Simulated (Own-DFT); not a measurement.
# Computed records: Si2SnGe5 (diamond-structure random alloy, strained, atoms displaced)

All values are calculated (Own-DFT development build). A calculation, not a measurement: plane-wave density functional theory by an unreviewed code, no spin, of a simulated periodic cell, stress positive in tension, run twice, with PBE and with PBEsol, both on files made for PBE, so the change isn't that of files made for PBEsol, forces on such cells moved up to 12 meV/angstrom on a denser k mesh; the far tail of each file's local potential was reset to the Coulomb form; each entry is a single point on an unrelaxed cell, so the pressure reflects the starting lattice, mostly measured values (interpolated for alloys), from which strain is counted, and rises with the displacements; printed positions are rounded, which can move forces by about a meV/angstrom; the program, named Own-DFT, is a retired in-house code; no spin-orbit coupling; stress was not checked against mesh or cutoff.

Common to all runs: functional PBE, then PBEsol; potential files PseudoDojo norm-conserving, scalar-relativistic, standard set; wave cutoff 49 hartree; occupations Fermi-Dirac; smearing width 0.1 eV; k mesh 3 x 3 x 3 centred on Gamma.

(1) Si2SnGe5 (diamond-structure random alloy, strained, atoms displaced)

```cif
# cell vector a (Å): 11.6670 0.0000 0.0000
# cell vector b (Å): 0.0000 11.6670 0.0000
# cell vector c (Å): 0.0000 0.0000 11.4103
data_Si2SnGe5
_symmetry_space_group_name_H-M 'P 1'
_symmetry_Int_Tables_number 1
_cell_length_a 11.6670
_cell_length_b 11.6670
_cell_length_c 11.4103
_cell_angle_alpha 90.000
_cell_angle_beta 90.000
_cell_angle_gamma 90.000
_cell_volume 1553.16
loop_
_atom_site_label
_atom_site_type_symbol
_atom_site_fract_x
_atom_site_fract_y
_atom_site_fract_z
_atom_site_occupancy
Ge1 Ge 0.99619 0.00131 0.99109 1
Ge2 Ge 0.00130 0.25340 0.25777 1
Ge3 Ge 0.25050 0.99799 0.24509 1
Ge4 Ge 0.24648 0.25030 0.99553 1
Ge5 Ge 0.12285 0.12335 0.11410 1
Si1 Si 0.12134 0.37423 0.37031 1
Ge6 Ge 0.37208 0.12115 0.37175 1
Ge7 Ge 0.37472 0.37519 0.12341 1
Si2 Si 0.99685 0.00163 0.49872 1
Ge8 Ge 0.99228 0.25958 0.75145 1
Ge9 Ge 0.24687 0.99037 0.74779 1
Sn1 Sn 0.24778 0.24341 0.50435 1
Si3 Si 0.12452 0.12669 0.62721 1
Si4 Si 0.12216 0.37887 0.88270 1
Ge10 Ge 0.38084 0.12149 0.87607 1
Ge11 Ge 0.38641 0.38018 0.62231 1
Ge12 Ge 0.99303 0.50081 0.99732 1
Si5 Si 0.99675 0.75221 0.24800 1
Ge13 Ge 0.25375 0.50520 0.24458 1
Ge14 Ge 0.25084 0.74433 0.99930 1
Ge15 Ge 0.12324 0.62470 0.12257 1
Sn2 Sn 0.13080 0.87976 0.37267 1
Si6 Si 0.38376 0.62319 0.37764 1
Ge16 Ge 0.37322 0.86627 0.12545 1
Sn3 Sn 0.99349 0.49961 0.50691 1
Ge17 Ge 0.00432 0.75308 0.74723 1
Sn4 Sn 0.24798 0.49745 0.74757 1
Ge18 Ge 0.24270 0.74674 0.50706 1
Ge19 Ge 0.11888 0.61546 0.63659 1
Ge20 Ge 0.12406 0.87866 0.87403 1
Si7 Si 0.37867 0.62546 0.87550 1
Si8 Si 0.37208 0.87482 0.62607 1
Ge21 Ge 0.50039 0.00131 0.99181 1
Ge22 Ge 0.50582 0.24953 0.25315 1
Ge23 Ge 0.75252 0.99935 0.25876 1
Ge24 Ge 0.75097 0.25027 0.99713 1
Ge25 Ge 0.62246 0.13251 0.12249 1
Si9 Si 0.62178 0.37728 0.38275 1
Ge26 Ge 0.88117 0.12589 0.37306 1
Ge27 Ge 0.87251 0.37783 0.11799 1
Ge28 Ge 0.49110 0.99598 0.50206 1
Si10 Si 0.50189 0.25146 0.74600 1
Ge29 Ge 0.74801 0.99606 0.74940 1
Ge30 Ge 0.74915 0.24348 0.49957 1
Ge31 Ge 0.62749 0.13434 0.62964 1
Ge32 Ge 0.62265 0.38511 0.88163 1
Ge33 Ge 0.87597 0.12422 0.87020 1
Ge34 Ge 0.87940 0.37269 0.62283 1
Ge35 Ge 0.50194 0.49979 0.00518 1
Ge36 Ge 0.50796 0.74919 0.25156 1
Sn5 Sn 0.75125 0.50030 0.25485 1
Sn6 Sn 0.75242 0.75065 0.99160 1
Si11 Si 0.61828 0.62212 0.12656 1
Si12 Si 0.62965 0.87333 0.37622 1
Si13 Si 0.88329 0.62008 0.38224 1
Ge37 Ge 0.87791 0.87569 0.12949 1
Ge38 Ge 0.50127 0.49443 0.49316 1
Ge39 Ge 0.49003 0.75029 0.75037 1
Si14 Si 0.74586 0.50507 0.75206 1
Si15 Si 0.75036 0.74841 0.50067 1
Sn7 Sn 0.62984 0.62539 0.62433 1
Ge40 Ge 0.62505 0.87471 0.87588 1
Sn8 Sn 0.87355 0.63061 0.87815 1
Si16 Si 0.87009 0.88143 0.62985 1
```

```
PBE pressure                                      : 1.46 GPa
PBE stress xx                                     : -1.05 GPa
PBE stress yy                                     : -0.94 GPa
PBE stress zz                                     : -2.38 GPa
PBE stress yz                                     : 0.65 GPa
PBE stress xz                                     : 0.54 GPa
PBE stress xy                                     : 0.59 GPa
PBEsol pressure                                   : -0.95 GPa
PBEsol stress xx                                  : 1.35 GPa
PBEsol stress yy                                  : 1.46 GPa
PBEsol stress zz                                  : 0.03 GPa
PBEsol stress yz                                  : 0.63 GPa
PBEsol stress xz                                  : 0.52 GPa
PBEsol stress xy                                  : 0.57 GPa
rms change of force components from PBE to PBEsol : 0.047 eV/Å
```

Force:
```csv
force element,PBE force x (eV/Å),PBE force y (eV/Å),PBE force z (eV/Å),PBEsol force x (eV/Å),PBEsol force y (eV/Å),PBEsol force z (eV/Å)
Ge,0.111,-0.231,0.754,0.117,-0.22,0.726
Ge,-0.012,-0.031,-1.61,-0.06,-0.072,-1.582
Ge,1.027,1.218,-1.503,0.998,1.171,-1.442
Ge,0.37,0.092,-0.004,0.383,0.053,0.035
Ge,-0.049,0.168,0.937,-0.036,0.159,0.902
Si,0.911,0.623,-0.183,0.89,0.604,-0.181
Ge,0.879,-0.448,-0.712,0.85,-0.439,-0.681
Ge,-0.028,-0.409,0.199,-0.024,-0.379,0.189
Si,-0.28,0.589,1.436,-0.271,0.584,1.343
Ge,1.601,-0.896,0.451,1.49,-0.867,0.421
Ge,0.39,1.283,-0.255,0.36,1.233,-0.188
Sn,0.295,1.321,-0.627,0.362,1.286,-0.634
Si,-1.736,-1.425,1.116,-1.67,-1.371,1.122
Si,-0.711,-0.821,-0.072,-0.705,-0.804,-0.069
Ge,-0.915,0.774,-1.274,-0.899,0.714,-1.198
Ge,0.169,-1.135,0.124,0.141,-1.067,0.083
Ge,1.698,-0.885,0.938,1.612,-0.828,0.94
Si,0.013,-1.14,0.173,0.039,-1.087,0.131
Ge,-0.184,-0.268,0.867,-0.182,-0.266,0.775
Ge,-0.066,0.152,-0.465,-0.094,0.173,-0.411
Ge,-0.518,0.195,0.297,-0.462,0.168,0.257
Sn,-1.406,-0.8,0.502,-1.292,-0.773,0.479
Si,-0.894,0.433,-0.19,-0.869,0.424,-0.19
Ge,0.49,0.582,-0.148,0.46,0.563,-0.14
Sn,1.846,-0.396,-1.167,1.803,-0.413,-1.036
Ge,-0.227,0.951,-0.405,-0.187,0.882,-0.354
Sn,1.351,-0.631,1.595,1.302,-0.597,1.474
Ge,1.482,-1.008,0.469,1.392,-0.971,0.453
Ge,-0.093,2.639,-1.11,-0.093,2.567,-1.075
Ge,0.205,-0.804,0.304,0.199,-0.776,0.277
Si,0.072,0.108,0.679,0.075,0.112,0.666
Si,-0.347,-0.564,-0.112,-0.342,-0.549,-0.104
Ge,0.24,-0.522,1.399,0.231,-0.499,1.336
Ge,-0.569,0.497,0.307,-0.578,0.447,0.26
Ge,-0.425,0.243,-0.756,-0.366,0.266,-0.758
Ge,-0.114,0.078,-0.173,-0.115,0.085,-0.157
Ge,0.519,-0.992,0.121,0.501,-0.943,0.116
Si,0.316,-1.516,-0.227,0.308,-1.486,-0.217
Ge,-0.368,-0.273,0.622,-0.389,-0.231,0.571
Ge,0.754,-1.185,0.303,0.728,-1.14,0.286
Ge,1.006,0.08,-0.11,0.962,0.129,-0.128
Si,-0.02,0.499,0.959,-0.019,0.488,0.936
Ge,-0.169,0.609,0.076,-0.196,0.623,0.117
Ge,0.21,0.92,-0.364,0.227,0.865,-0.321
Ge,-0.561,-1.179,-0.146,-0.492,-1.165,-0.173
Ge,0.446,-1.01,-1.213,0.427,-0.973,-1.114
Ge,-0.629,0.255,-0.149,-0.609,0.25,-0.139
Ge,-3.03,-0.866,1.426,-2.898,-0.865,1.375
Ge,-0.76,0.734,-0.081,-0.734,0.639,-0.088
Ge,-0.356,-0.103,0.224,-0.381,-0.078,0.188
Sn,-0.442,0.284,0.036,-0.397,0.238,-0.005
Sn,-2.947,2.002,4.165,-2.842,1.983,4.013
Si,0.033,0.526,-0.143,0.024,0.513,-0.14
Si,-0.147,-0.116,0.65,-0.176,-0.079,0.599
Si,-1.278,3.107,-1.251,-1.252,2.983,-1.221
Ge,0.109,0.555,0.173,0.075,0.571,0.133
Ge,-0.284,0.563,-0.128,-0.29,0.539,-0.051
Ge,0.069,0.657,0.337,0.126,0.638,0.328
Si,0.874,-2.105,0.304,0.853,-2.066,0.303
Si,1.538,1.358,-1.074,1.478,1.29,-1.022
Sn,-1.174,0.141,-0.162,-1.217,0.136,-0.156
Ge,-1.307,0.801,-1.338,-1.256,0.788,-1.299
Sn,2.369,-2.529,-3.491,2.348,-2.429,-3.361
Si,0.652,-0.752,-1.298,0.63,-0.735,-1.203
```

(2) Si2SnGe5 (diamond-structure random alloy, strained, atoms displaced)

```cif
# cell vector a (Å): 11.6670 0.0000 0.0000
# cell vector b (Å): 0.0000 11.6670 0.0000
# cell vector c (Å): 0.0000 0.0000 11.4103
data_Si2SnGe5
_symmetry_space_group_name_H-M 'P 1'
_symmetry_Int_Tables_number 1
_cell_length_a 11.6670
_cell_length_b 11.6670
_cell_length_c 11.4103
_cell_angle_alpha 90.000
_cell_angle_beta 90.000
_cell_angle_gamma 90.000
_cell_volume 1553.16
loop_
_atom_site_label
_atom_site_type_symbol
_atom_site_fract_x
_atom_site_fract_y
_atom_site_fract_z
_atom_site_occupancy
Ge1 Ge 0.00176 0.99489 0.99897 1
Ge2 Ge 0.99656 0.24739 0.25201 1
Ge3 Ge 0.23981 0.99797 0.24512 1
Ge4 Ge 0.24316 0.25339 0.99648 1
Ge5 Ge 0.12187 0.12443 0.12424 1
Ge6 Ge 0.12440 0.37186 0.37379 1
Ge7 Ge 0.37330 0.12018 0.37785 1
Ge8 Ge 0.37991 0.37661 0.12057 1
Si1 Si 0.99481 0.00104 0.49885 1
Ge9 Ge 0.00693 0.25624 0.75175 1
Sn1 Sn 0.24345 0.00782 0.74981 1
Ge10 Ge 0.24665 0.25015 0.49514 1
Ge11 Ge 0.12525 0.12271 0.62405 1
Ge12 Ge 0.12828 0.37184 0.87715 1
Ge13 Ge 0.37445 0.12204 0.87239 1
Ge14 Ge 0.37167 0.37393 0.63034 1
Ge15 Ge 0.00465 0.50089 0.00034 1
Si2 Si 0.00873 0.75006 0.25432 1
Ge16 Ge 0.24841 0.49980 0.25221 1
Ge17 Ge 0.24486 0.74541 0.98982 1
Sn2 Sn 0.12646 0.62762 0.12555 1
Sn3 Sn 0.12002 0.87292 0.37804 1
Ge18 Ge 0.37097 0.62020 0.37751 1
Ge19 Ge 0.38116 0.86844 0.12908 1
Sn4 Sn 0.00703 0.49306 0.49951 1
Si3 Si 0.99823 0.74327 0.74760 1
Ge20 Ge 0.25163 0.49508 0.75115 1
Ge21 Ge 0.25161 0.75195 0.49468 1
Si4 Si 0.12363 0.62890 0.62773 1
Si5 Si 0.12302 0.87201 0.87111 1
Si6 Si 0.36669 0.62813 0.87542 1
Ge22 Ge 0.37491 0.87575 0.62480 1
Ge23 Ge 0.51239 0.99740 0.99472 1
Ge24 Ge 0.50285 0.25418 0.25209 1
Sn5 Sn 0.75315 0.99413 0.25359 1
Ge25 Ge 0.75548 0.24645 0.99580 1
Ge26 Ge 0.62310 0.12264 0.12974 1
Ge27 Ge 0.63066 0.37346 0.37456 1
Ge28 Ge 0.87148 0.13298 0.37527 1
Sn6 Sn 0.87627 0.37843 0.12398 1
Si7 Si 0.49900 0.99697 0.50211 1
Sn7 Sn 0.49931 0.24441 0.75058 1
Si8 Si 0.75102 0.00080 0.75452 1
Si9 Si 0.74493 0.24946 0.50264 1
Ge29 Ge 0.62260 0.12972 0.62139 1
Ge30 Ge 0.62183 0.37335 0.87021 1
Si10 Si 0.87903 0.11980 0.87989 1
Ge31 Ge 0.88318 0.37729 0.63111 1
Si11 Si 0.49547 0.49896 0.00277 1
Ge32 Ge 0.50119 0.75177 0.25343 1
Si12 Si 0.74686 0.49665 0.24442 1
Ge33 Ge 0.75115 0.74446 0.00375 1
Si13 Si 0.63088 0.62843 0.13116 1
Si14 Si 0.61951 0.86951 0.37915 1
Ge34 Ge 0.87455 0.62345 0.37289 1
Si15 Si 0.86832 0.87155 0.12578 1
Sn8 Sn 0.49807 0.50279 0.49978 1
Ge35 Ge 0.49697 0.74801 0.74427 1
Ge36 Ge 0.75304 0.49650 0.75666 1
Ge37 Ge 0.74779 0.74856 0.50688 1
Ge38 Ge 0.62116 0.62543 0.62728 1
Ge39 Ge 0.63198 0.88095 0.86957 1
Ge40 Ge 0.87142 0.62487 0.86724 1
Si16 Si 0.87889 0.87134 0.63362 1
```

```
PBE pressure                                      : 1.4 GPa
PBE stress xx                                     : -0.85 GPa
PBE stress yy                                     : -0.96 GPa
PBE stress zz                                     : -2.39 GPa
PBE stress yz                                     : -0.09 GPa
PBE stress xz                                     : 0.06 GPa
PBE stress xy                                     : 0.23 GPa
PBEsol pressure                                   : -1.01 GPa
PBEsol stress xx                                  : 1.55 GPa
PBEsol stress yy                                  : 1.44 GPa
PBEsol stress zz                                  : 0.03 GPa
PBEsol stress yz                                  : -0.09 GPa
PBEsol stress xz                                  : 0.07 GPa
PBEsol stress xy                                  : 0.22 GPa
rms change of force components from PBE to PBEsol : 0.045 eV/Å
```

Force:
```csv
force element,PBE force x (eV/Å),PBE force y (eV/Å),PBE force z (eV/Å),PBEsol force x (eV/Å),PBEsol force y (eV/Å),PBEsol force z (eV/Å)
Ge,-0.541,-0.459,0.128,-0.496,-0.409,0.155
Ge,0.966,-0.295,0.299,0.935,-0.285,0.291
Ge,1.769,0.499,-0.364,1.71,0.487,-0.347
Ge,1.246,-0.845,0.779,1.196,-0.81,0.743
Ge,-0.118,0.208,-0.252,-0.118,0.192,-0.24
Ge,1.119,-1.13,-1.354,1.083,-1.094,-1.3
Ge,0.179,0.047,-0.392,0.138,0.083,-0.394
Ge,-0.686,-0.19,0.502,-0.697,-0.215,0.523
Si,-0.926,0.65,1.321,-0.876,0.67,1.262
Ge,-0.668,-1.427,0.243,-0.616,-1.345,0.216
Sn,0.552,-1.894,0.397,0.576,-1.793,0.346
Ge,0.415,-0.24,0.598,0.398,-0.236,0.579
Ge,-1.928,1.565,-1.867,-1.829,1.553,-1.779
Ge,-0.454,1.064,-0.306,-0.435,1.021,-0.301
Ge,0.096,-0.032,2.511,0.095,-0.023,2.412
Ge,-0.998,-0.168,-0.919,-0.975,-0.156,-0.883
Ge,-0.348,0.118,-1.856,-0.333,0.101,-1.792
Si,-3.32,-0.294,-0.957,-3.229,-0.316,-0.913
Ge,0.96,-1.075,0.181,0.93,-1.035,0.181
Ge,1.105,1.574,-0.165,1.06,1.514,-0.1
Sn,-0.099,-0.043,0.189,-0.053,-0.091,0.14
Sn,-0.085,1.046,0.367,0.014,1.021,0.358
Ge,-0.631,1.313,-1.273,-0.619,1.276,-1.229
Ge,-0.715,0.775,-1.226,-0.686,0.746,-1.171
Sn,-0.483,1.659,0.307,-0.503,1.568,0.265
Si,0.382,0.753,0.122,0.335,0.697,0.165
Ge,-0.472,1.15,0.173,-0.453,1.047,0.164
Ge,0.646,-1.121,1.694,0.653,-1.064,1.616
Si,0.991,0.217,0.373,1.015,0.168,0.323
Si,-0.961,-0.837,0.344,-0.911,-0.784,0.376
Si,1.153,-0.898,-0.286,1.093,-0.857,-0.306
Ge,0.371,-0.234,-0.67,0.339,-0.259,-0.631
Ge,-1.239,0.201,0.723,-1.186,0.194,0.699
Ge,-0.43,-0.636,-0.075,-0.408,-0.618,-0.079
Sn,-0.814,0.003,0.432,-0.801,0.087,0.417
Ge,-1.066,-0.755,-0.34,-1.055,-0.7,-0.3
Ge,-0.111,0.897,-0.962,-0.107,0.866,-0.937
Ge,0.467,-0.124,-0.343,0.388,-0.125,-0.34
Ge,0.463,-0.121,1.46,0.462,-0.118,1.351
Sn,-0.186,-0.354,-0.204,-0.133,-0.389,-0.236
Si,0.301,-0.117,-0.359,0.255,-0.079,-0.315
Sn,-0.409,0.577,-0.128,-0.395,0.564,-0.13
Si,1.022,0.452,-0.788,0.929,0.437,-0.768
Si,0.951,0.491,0.084,0.922,0.48,0.079
Ge,1.274,-2.016,-0.877,1.191,-1.925,-0.812
Ge,0.851,0.975,1.752,0.857,0.917,1.666
Si,-0.081,0.265,-0.854,-0.044,0.292,-0.791
Ge,-1.851,-1.216,0.31,-1.756,-1.154,0.327
Si,0.753,1.205,-0.553,0.734,1.121,-0.537
Ge,0.246,-0.913,0.29,0.176,-0.877,0.266
Si,-0.564,1.393,1.166,-0.514,1.324,1.184
Ge,-0.033,0.516,-0.326,-0.023,0.503,-0.372
Si,-0.957,-0.892,-0.326,-0.946,-0.803,-0.33
Si,-0.183,0.127,1.046,-0.154,0.083,0.993
Ge,-0.555,0.441,-0.677,-0.533,0.419,-0.607
Si,2.182,-1.195,-0.656,2.111,-1.146,-0.67
Sn,0.324,-1.124,0.27,0.308,-1.083,0.267
Ge,-0.1,0.241,1.086,-0.075,0.255,1.007
Ge,-0.689,0.059,-0.94,-0.658,0.059,-0.903
Ge,0.321,0.435,-0.283,0.302,0.359,-0.272
Ge,1.401,0.22,0.902,1.35,0.229,0.865
Ge,-0.243,-1.247,0.05,-0.28,-1.22,0.094
Ge,0.813,0.091,0.96,0.745,0.047,0.957
Si,-0.374,0.665,-0.48,-0.402,0.625,-0.501
```

(3) Si2SnGe5 (diamond-structure random alloy, strained, atoms displaced)

```cif
# cell vector a (Å): 11.6670 0.0000 0.0000
# cell vector b (Å): 0.0000 11.6670 0.0000
# cell vector c (Å): 0.0000 0.0000 11.4103
data_Si2SnGe5
_symmetry_space_group_name_H-M 'P 1'
_symmetry_Int_Tables_number 1
_cell_length_a 11.6670
_cell_length_b 11.6670
_cell_length_c 11.4103
_cell_angle_alpha 90.000
_cell_angle_beta 90.000
_cell_angle_gamma 90.000
_cell_volume 1553.16
loop_
_atom_site_label
_atom_site_type_symbol
_atom_site_fract_x
_atom_site_fract_y
_atom_site_fract_z
_atom_site_occupancy
Sn1 Sn 0.00537 0.00213 0.99901 1
Ge1 Ge 0.99992 0.24746 0.24767 1
Ge2 Ge 0.24853 0.99961 0.24931 1
Ge3 Ge 0.25321 0.24844 0.99537 1
Ge4 Ge 0.12147 0.12546 0.12581 1
Ge5 Ge 0.12445 0.37094 0.36960 1
Si1 Si 0.37678 0.13241 0.37513 1
Sn2 Sn 0.37687 0.37285 0.12894 1
Ge6 Ge 0.00469 0.99754 0.50526 1
Ge7 Ge 0.00344 0.24606 0.74806 1
Si2 Si 0.24573 0.00657 0.75000 1
Ge8 Ge 0.24748 0.24304 0.50291 1
Si3 Si 0.11831 0.12744 0.62607 1
Ge9 Ge 0.11511 0.37744 0.86219 1
Ge10 Ge 0.37851 0.12604 0.87767 1
Ge11 Ge 0.36836 0.37947 0.62193 1
Si4 Si 0.99886 0.50573 0.00249 1
Si5 Si 0.00169 0.75176 0.24644 1
Si6 Si 0.24070 0.50792 0.25192 1
Ge12 Ge 0.25402 0.74633 0.00216 1
Ge13 Ge 0.12576 0.62711 0.13149 1
Ge14 Ge 0.12306 0.87454 0.38186 1
Si7 Si 0.37090 0.61981 0.36895 1
Si8 Si 0.37194 0.86774 0.13164 1
Sn3 Sn 0.99931 0.50257 0.49809 1
Ge15 Ge 0.99972 0.74988 0.75292 1
Ge16 Ge 0.24622 0.49992 0.74934 1
Ge17 Ge 0.25414 0.75815 0.49715 1
Ge18 Ge 0.12336 0.62030 0.62334 1
Sn4 Sn 0.12605 0.87634 0.87034 1
Ge19 Ge 0.37933 0.62743 0.87050 1
Sn5 Sn 0.37351 0.87557 0.61878 1
Ge20 Ge 0.49305 0.00333 0.99800 1
Sn6 Sn 0.50887 0.25207 0.24756 1
Si9 Si 0.74730 0.99613 0.24708 1
Ge21 Ge 0.74652 0.25246 0.99742 1
Ge22 Ge 0.62459 0.12668 0.13279 1
Sn7 Sn 0.61811 0.37216 0.37145 1
Si10 Si 0.87506 0.11962 0.37537 1
Ge23 Ge 0.87539 0.37909 0.12504 1
Ge24 Ge 0.50220 0.99734 0.49589 1
Ge25 Ge 0.50493 0.24766 0.75303 1
Ge26 Ge 0.74770 0.99857 0.74886 1
Ge27 Ge 0.75656 0.24502 0.50405 1
Ge28 Ge 0.62809 0.12553 0.62778 1
Ge29 Ge 0.62742 0.37358 0.87622 1
Ge30 Ge 0.88055 0.11985 0.87851 1
Ge31 Ge 0.86911 0.37945 0.62272 1
Si11 Si 0.49637 0.49731 0.99833 1
Ge32 Ge 0.50041 0.75979 0.25736 1
Sn8 Sn 0.75059 0.49772 0.25168 1
Ge33 Ge 0.74758 0.74606 0.00091 1
Si12 Si 0.62504 0.62755 0.12481 1
Ge34 Ge 0.63188 0.87704 0.37988 1
Ge35 Ge 0.87224 0.61832 0.37315 1
Si13 Si 0.88118 0.87728 0.13561 1
Si14 Si 0.49360 0.50357 0.50463 1
Si15 Si 0.50219 0.74817 0.75196 1
Si16 Si 0.74378 0.50411 0.74943 1
Ge36 Ge 0.74945 0.75108 0.50072 1
Ge37 Ge 0.62738 0.61918 0.62360 1
Ge38 Ge 0.62500 0.87646 0.87638 1
Ge39 Ge 0.88042 0.62529 0.86847 1
Ge40 Ge 0.87204 0.87161 0.61963 1
```

```
PBE pressure                                      : 1.67 GPa
PBE stress xx                                     : -1.23 GPa
PBE stress yy                                     : -1.2 GPa
PBE stress zz                                     : -2.6 GPa
PBE stress yz                                     : -0.51 GPa
PBE stress xz                                     : -0.6 GPa
PBE stress xy                                     : -0.34 GPa
PBEsol pressure                                   : -0.74 GPa
PBEsol stress xx                                  : 1.19 GPa
PBEsol stress yy                                  : 1.22 GPa
PBEsol stress zz                                  : -0.18 GPa
PBEsol stress yz                                  : -0.48 GPa
PBEsol stress xz                                  : -0.58 GPa
PBEsol stress xy                                  : -0.33 GPa
rms change of force components from PBE to PBEsol : 0.05 eV/Å
```

Force:
```csv
force element,PBE force x (eV/Å),PBE force y (eV/Å),PBE force z (eV/Å),PBEsol force x (eV/Å),PBEsol force y (eV/Å),PBEsol force z (eV/Å)
Sn,-1.574,-0.286,2.028,-1.498,-0.231,1.936
Ge,-0.605,-0.038,0.265,-0.547,-0.006,0.229
Ge,0.367,0.143,0.45,0.298,0.144,0.438
Ge,-1.488,-0.023,-0.42,-1.423,-0.042,-0.399
Ge,1.718,1.043,0.648,1.66,1.006,0.625
Ge,0.733,-0.25,-0.138,0.675,-0.266,-0.114
Si,-0.596,-1.548,0.398,-0.583,-1.517,0.391
Sn,-2.347,2.21,-1.334,-2.274,2.073,-1.302
Ge,-0.774,0.541,-0.34,-0.752,0.457,-0.34
Ge,-1.338,0.263,-0.372,-1.315,0.298,-0.319
Si,0.647,1.342,-0.745,0.668,1.287,-0.696
Ge,0.031,0.319,-0.384,0.032,0.376,-0.373
Si,0.952,-0.619,0.141,0.893,-0.575,0.11
Ge,0.709,0.215,1.7,0.712,0.181,1.602
Ge,-0.768,-0.043,-0.903,-0.711,-0.017,-0.835
Ge,0.578,-0.519,0.385,0.519,-0.522,0.401
Si,0.158,-0.477,-0.335,0.149,-0.462,-0.327
Si,-0.485,0.035,1.004,-0.426,-0.012,1.02
Si,0.554,-0.649,0.586,0.493,-0.67,0.539
Ge,0.533,-0.248,0.481,0.49,-0.269,0.44
Ge,-0.472,0.117,-0.825,-0.432,0.141,-0.834
Ge,0.031,-0.122,-1.104,0.064,-0.092,-1.029
Si,0.245,0.698,0.73,0.25,0.752,0.72
Si,0.13,0.89,-0.512,0.124,0.869,-0.499
Sn,0.207,-1.024,-0.189,0.189,-0.996,-0.179
Ge,-0.601,-0.769,-1.818,-0.591,-0.756,-1.757
Ge,0.295,0.324,0.025,0.273,0.305,0.004
Ge,-1.451,-2.818,-1.351,-1.434,-2.686,-1.294
Ge,1.271,1.893,0.861,1.226,1.825,0.846
Sn,1.809,-1.28,-0.523,1.709,-1.282,-0.472
Ge,0.016,-0.623,0.405,-0.048,-0.61,0.401
Sn,0.739,0.725,2.115,0.714,0.7,1.975
Ge,0.543,-1.037,1.146,0.545,-0.966,1.075
Sn,-2.595,-3.53,-0.171,-2.49,-3.404,-0.212
Si,0.939,0.23,0.524,0.844,0.235,0.52
Ge,0.897,-0.552,0.476,0.861,-0.525,0.464
Ge,1.557,-2.1,-2.273,1.472,-1.991,-2.232
Sn,1.734,1.894,5.206,1.731,1.816,5.02
Si,-0.015,-0.154,-0.18,0.012,-0.123,-0.145
Ge,1.091,-1.073,-1.338,1.024,-1.066,-1.261
Ge,0.557,1.786,-0.588,0.569,1.691,-0.547
Ge,-0.539,0.543,-0.504,-0.512,0.515,-0.474
Ge,0.506,-0.053,0.156,0.483,-0.049,0.147
Ge,-0.003,-0.315,-0.277,-0.03,-0.272,-0.23
Ge,-0.258,-0.295,-0.418,-0.24,-0.288,-0.398
Ge,-0.539,0.978,-0.187,-0.523,0.878,-0.174
Ge,-1.851,1.509,-1.44,-1.784,1.463,-1.401
Ge,-0.386,-0.79,1.381,-0.351,-0.796,1.301
Si,1.274,1.292,-0.467,1.221,1.233,-0.483
Ge,-0.021,-1.286,-0.508,0.012,-1.22,-0.459
Sn,-0.18,1.31,-1.597,-0.128,1.233,-1.512
Ge,0.653,0.47,0.352,0.636,0.466,0.286
Si,-1.238,0.222,-0.627,-1.182,0.246,-0.595
Ge,-0.198,0.273,-0.54,-0.236,0.233,-0.486
Ge,0.568,3.124,-0.154,0.53,2.991,-0.123
Si,-1.127,-0.701,-0.318,-1.103,-0.676,-0.378
Si,-0.526,0.286,-0.423,-0.484,0.251,-0.377
Si,0.671,-0.14,-0.046,0.656,-0.137,-0.043
Si,0.814,-0.73,0.292,0.802,-0.712,0.279
Ge,0.2,-0.86,-0.329,0.196,-0.822,-0.317
Ge,-0.85,0.736,0.224,-0.798,0.748,0.191
Ge,-0.331,-0.319,0.025,-0.292,-0.282,0.042
Ge,-0.941,-0.462,0.783,-0.903,-0.387,0.747
Ge,0.371,0.324,0.895,0.359,0.313,0.866
```
